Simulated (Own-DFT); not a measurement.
# Point defects and the pressure they add: zincblende InP

The numbers are computed, not measured, by runs of the plane-wave DFT program Own-DFT (in-house, retired, unreviewed) at fixed positions, with no spin and no spin-orbit coupling.

Common settings: PBE; PseudoDojo norm-conserving scalar-relativistic files; cutoff 36 hartree; 3 x 3 x 3 k mesh centred on Gamma; Fermi-Dirac smearing of 0.1 eV.

Caveats (not all hold for every row): not probed for a lower state with spin; forces on such cells moved up to 12 meV/angstrom on a denser k mesh; stress not checked against mesh or cutoff.

All runs share one cell, with vectors in Å (11.737, 0.000, 0.000); (0.000, 11.737, 0.000); (0.000, 0.000, 11.737) and a volume of 1617.0 Å³. The atoms are randomly displaced, by u rms on each axis. The defect's site can differ from row to row.

| cell | formula | u (Å) | P (GPa) |
|---|---|---|---|
| no defect | In32P32 | 0.0186 | 3.20 |
| no defect | In32P32 | 0.0211 | 3.20 |
| no defect | In32P32 | 0.0516 | 3.70 |
| one In on a P site | In33P31 | 0.0292 | 4.13 |
| one In on a P site | In33P31 | 0.0306 | 4.19 |
| one In on a P site | In33P31 | 0.0319 | 4.18 |
| two P vacancies | In32P30 | 0.0276 | 2.95 |
| two P vacancies | In32P30 | 0.0288 | 2.92 |
| two P vacancies | In32P30 | 0.0300 | ? |
| two P vacancies | In32P30 | 0.0307 | 3.00 |
| one P on an In site | In31P33 | 0.0289 | 3.08 |
| one P on an In site | In31P33 | 0.0319 | 3.12 |
| one P on an In site | In31P33 | 0.0520 | 3.38 |
| one In on a P site and one P on an In site | In32P32 | 0.0301 | 3.65 |
| one In on a P site and one P on an In site | In32P32 | 0.0304 | 3.64 |
| one In on a P site and one P on an In site | In32P32 | 0.0493 | 3.97 |

## Worked fit

P = P0 + c u² + a shift for each defect gives P0 = 3.13 GPa, c = 203 ± 12 GPa/Å² and a scatter of 0.03 GPa. The shifts, and each times the cell's volume:

- one In on a P site: 0.84 ± 0.03 GPa, 8.5 eV
- one In on a P site and one P on an In site: 0.33 ± 0.03 GPa, 3.4 eV
- one P on an In site: -0.25 ± 0.03 GPa, -2.5 eV
- two P vacancies: -0.35 ± 0.03 GPa, -3.5 eV (-1.7 eV for each of its 2 sites)

Positive is outwards. The product with the volume (160.2 GPa Å³ to the eV) is nearly free of the cell's size; divided by the bulk modulus at the cell's pressure it gives the volume that the defect adds. The atoms around the defects weren't relaxed, which would change these numbers.

## Test on the hidden row

Q: what pressure belongs in the blank (two P vacancies, u = 0.0300 Å)?

The fit gives 2.97 ± 0.04 GPa. The run itself gave 3.01 GPa.
